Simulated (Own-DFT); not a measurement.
# Device materials side by side: how hard are they to compress?

The numbers are computed, not measured, by runs of the plane-wave DFT program Own-DFT (in-house, retired, unreviewed) at fixed positions, with no spin and no spin-orbit coupling.

Known weak points (not all hold for every row): forces on such cells moved up to 12 meV/angstrom on a denser k mesh; forces not confirmed at this smearing and k mesh; k mesh not checked against a denser one; forces on such cells passed a denser k mesh, each cell not checked; stress not checked against mesh or cutoff.

All runs are PBE with PseudoDojo norm-conserving files; cutoff and k mesh are each material's own. Every cell starts from measured lattice constants and was given uniform random strains and small random moves of its atoms. Each triple is the change of volume in per cent, the rms move u in Å and the pressure in GPa.

- 3C SiC (C48Si48), 10.36 Å³/atom unstrained: (-2.18, 0.048, 11.30); (-1.32, 0.049, 8.43); (-1.08, 0.047, 7.90); (0.08, 0.051, 6.00); (1.09, 0.047, 3.25); (2.34, 0.048, 0.76); (2.84, 0.049, -0.24)
- wurtzite AlN (Al64N64), 10.45 Å³/atom unstrained: withheld
- wurtzite GaN (Ga36N36), 11.42 Å³/atom unstrained: (-2.99, 0.052, 14.27); (-2.27, 0.048, 12.49); (-1.71, 0.045, 10.99); (1.24, 0.052, 5.54); (1.98, 0.049, 3.82); (2.12, 0.049, 3.68); (3.20, 0.051, 1.89)
- diamond silicon (Si64), 20.02 Å³/atom unstrained: (-2.75, 0.050, 5.59); (-0.62, 0.047, 3.06); (0.59, 0.051, 2.18); (0.77, 0.052, 1.87); (0.89, 0.047, 1.61); (1.10, 0.052, 1.84); (1.25, 0.054, 1.47)
- zincblende GaP (Ga32P32), 20.24 Å³/atom unstrained: (-2.41, 0.051, 5.52); (-0.49, 0.051, 3.95); (-0.45, 0.050, 3.84); (0.46, 0.051, 2.84); (1.76, 0.051, 1.86); (2.02, 0.055, 1.89); (2.58, 0.049, 1.26)
- grey tin (Sn64), 34.15 Å³/atom unstrained: (-3.12, 0.048, 5.66); (-2.48, 0.050, 5.25); (-1.59, 0.051, 4.70); (-0.32, 0.050, 3.97); (0.55, 0.048, 3.42); (1.30, 0.050, 3.11); (1.33, 0.051, 2.94)

## Analysis

Fit a line to each set against the fractional change of volume; B is minus its slope, and u is nearly the same within a set. To take it to zero pressure, assume that B rises by 4 GPa for each GPa: B0 = B - 4 x (mean pressure). The bond length of an ideal tetrahedral crystal with the unstrained volume v is d = (√3/4)(8 v)^(1/3). Cohen's empirical rule reads B0 = (1971 - 220 L) d^(-3.5) GPa, with L = 0 for group IV crystals and SiC and 1 for III-V compounds.

| material | L | d (Å) | B (GPa) | mean P (GPa) | B0 (GPa) | rule (GPa) |
|---|---|---|---|---|---|---|
| 3C SiC (C48Si48) | 0 | 1.888 | 222 ± 9 | 5.3 | 200 ± 9 | 213 |
| wurtzite AlN (Al64N64) | 1 | 1.893 | ? | ? | ? | 188 |
| wurtzite GaN (Ga36N36) | 1 | 1.950 | 199 ± 5 | 7.5 | 169 ± 5 | 169 |
| diamond silicon (Si64) | 0 | 2.352 | 101 ± 6 | 2.5 | 91 ± 6 | 99 |
| zincblende GaP (Ga32P32) | 1 | 2.360 | 85 ± 3 | 3.0 | 73 ± 3 | 87 |
| grey tin (Sn64) | 0 | 2.810 | 59 ± 1 | 4.1 | 43 ± 1 | 53 |

A line through ln[B0/(1971 - 220 L)] against ln d has a slope of -4.0 ± 0.1 and a scatter of 5 %. Against the rule, B0 stands at 94 % for 3C SiC, 100 % for wurtzite GaN, 92 % for diamond silicon, 84 % for zincblende GaP, 80 % for grey tin. PBE tends to make silicon and heavier crystals too soft, and the rule itself is only a guide.

## The run left out

Asked: what B0 does the fitted trend give for wurtzite AlN (Al64N64)?

The line gives 183 GPa. Its own runs give B = 199 ± 10 GPa at a mean pressure of 5.6 GPa, so B0 = 177 GPa.
